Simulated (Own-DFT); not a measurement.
# Hybrid less PBE against volume: alpha-quartz SiO2, 70 atoms (O46Si24), with two O vacancies

All values are computed. Each geometry was run twice at fixed positions with Own-DFT, a retired in-house plane-wave program that no person has reviewed: with PBE, and with HSE06 (exact exchange share 0.25 at short range, screening 0.11 per bohr, Gygi-Baldereschi treatment of its divergence). Both used PseudoDojo norm-conserving files made for PBE, a cutoff of 48 hartree, the Gamma point alone, fixed occupations, a neutral cell and no spin. With Gamma alone and a thickness of 8.5 Å, finite-size errors remain in every number. The oxygen file's force components were 24 meV/Å off all-electron values in a glass.

Unstrained cell vectors in Å: (9.827, 0.000, 0.000); (-4.913, 8.510, 0.000); (0.000, 0.000, 10.810), volume V0 = 904.1 Å³, from measured lattice constants. Each geometry has its own random strain of a few per cent, its own defect sites and random moves of rms u per axis. HSE06 gave the energy alone. D is its energy less that of PBE, over the lowest D shown. The PBE stress wasn't checked against mesh or cutoff.

```
run,V - V0 (Å³),u (Å),P with PBE (GPa),D (eV)
1,-23.4,0.0307,13.42,0.000
2,-17.1,0.0292,11.45,0.204
3,-16.7,0.0299,11.02,0.160
4,39.7,0.0324,-1.12,1.812
5,19.0,0.0313,3.77,1.134
6,-2.5,0.0323,7.81,0.604
7,3.2,0.0304,6.23,0.818
8,-22.2,0.0326,12.96,0.063
9,-22.8,0.0306,12.54,0.148
10,15.2,0.0311,3.51,1.077
11,-10.0,0.0301,9.66,0.380
12,25.8,0.0326,2.39,1.311
13,18.2,0.0309,3.95,1.131
14,7.7,0.0308,6.02,?
```

## Fit

D = 0.67 + 0.0270 (V - V0) eV, with an error of 0.0007 on the volume slope and a scatter of 0.05 eV. Pressure is -dE/dV, and 1 eV/Å³ is 160.2 GPa, so HSE06 changes the pressure by -4.3 ± 0.1 GPa. Turning this into a change of volume would need the relaxed stiffness: quartz yields by tilting its tetrahedra, which these fixed-ion runs don't allow.

## The run left out

Asked: what D should run 14 give?

The fit gives 0.87 eV, with rows scattering by 0.05. The hidden result is 0.841 eV.
